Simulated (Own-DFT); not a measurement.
# What a defect does to the pressure of its cell: 2H SiC

Everything here is calculated. The program is Own-DFT (plane waves, in-house, since retired, never reviewed by a person); positions were held fixed, and spin and spin-orbit coupling were off.

Common settings: PBE; PseudoDojo norm-conserving scalar-relativistic files; cutoff 42 hartree; 4 x 4 x 3 k mesh centred on Gamma; Fermi-Dirac smearing of 0.1 eV.

Caveats (not all hold for every row): some atoms lie very close together; not probed for a lower state with spin; forces on such cells passed a denser k mesh, each cell not checked; stress not checked against mesh or cutoff.

All runs share one cell, with vectors in Å (9.248, 0.000, 0.000); (-4.624, 8.009, 0.000); (0.000, 0.000, 10.068) and a volume of 745.7 Å³. u is the rms random offset of the atoms per axis. The defect's site can differ from row to row.

| cell | formula | u (Å) | P (GPa) |
|---|---|---|---|
| no defect | C36Si36 | 0.0281 | 3.70 |
| no defect | C36Si36 | 0.0315 | 4.01 |
| no defect | C36Si36 | 0.0636 | 6.66 |
| one C on a Si site | C37Si35 | 0.0307 | 2.04 |
| one C on a Si site | C37Si35 | 0.0483 | 3.40 |
| one C on a Si site | C37Si35 | 0.0545 | 4.12 |
| two N on a C site each | C34N2Si36 | 0.0327 | 3.28 |
| two N on a C site each | C34N2Si36 | 0.0487 | 4.30 |
| two N on a C site each | C34N2Si36 | 0.0506 | 4.43 |
| one Al on a Si site and one N on a C site | AlC35NSi35 | 0.0303 | 4.10 |
| one Al on a Si site and one N on a C site | AlC35NSi35 | 0.0480 | 4.92 |
| one Al on a Si site and one N on a C site | AlC35NSi35 | 0.0494 | 5.67 |
| one Si on a C site | C35Si37 | 0.0284 | 10.29 |
| one Si on a C site | C35Si37 | 0.0314 | ? |
| one Si on a C site | C35Si37 | 0.0519 | 12.65 |
| one Si on a C site | C35Si37 | 0.0521 | 11.78 |

## Working it out

P = P0 + c u² + a shift for each defect gives P0 = 3.01 GPa, c = 917 ± 74 GPa/Å² and a scatter of 0.28 GPa. The shifts, and each times the cell's volume:

- one Si on a C site: 6.66 ± 0.23 GPa, 31.0 eV
- one Al on a Si site and one N on a C site: 0.16 ± 0.23 GPa, 0.7 eV (not resolved)
- two N on a C site each: -0.84 ± 0.23 GPa, -3.9 eV (-2.0 eV for each of its 2 sites)
- one C on a Si site: -1.73 ± 0.23 GPa, -8.0 eV

Against the defect-free cell, a freed cell would be larger where the shift is positive and smaller where it is negative (160.2 GPa Å³ is 1 eV). The atoms around the defects weren't relaxed, which would change these numbers.

## The run left out

Asked: what pressure belongs in the blank (one Si on a C site, u = 0.0314 Å)?

From the fit: 10.58 ± 0.33 GPa. DFT gave 10.34 GPa.
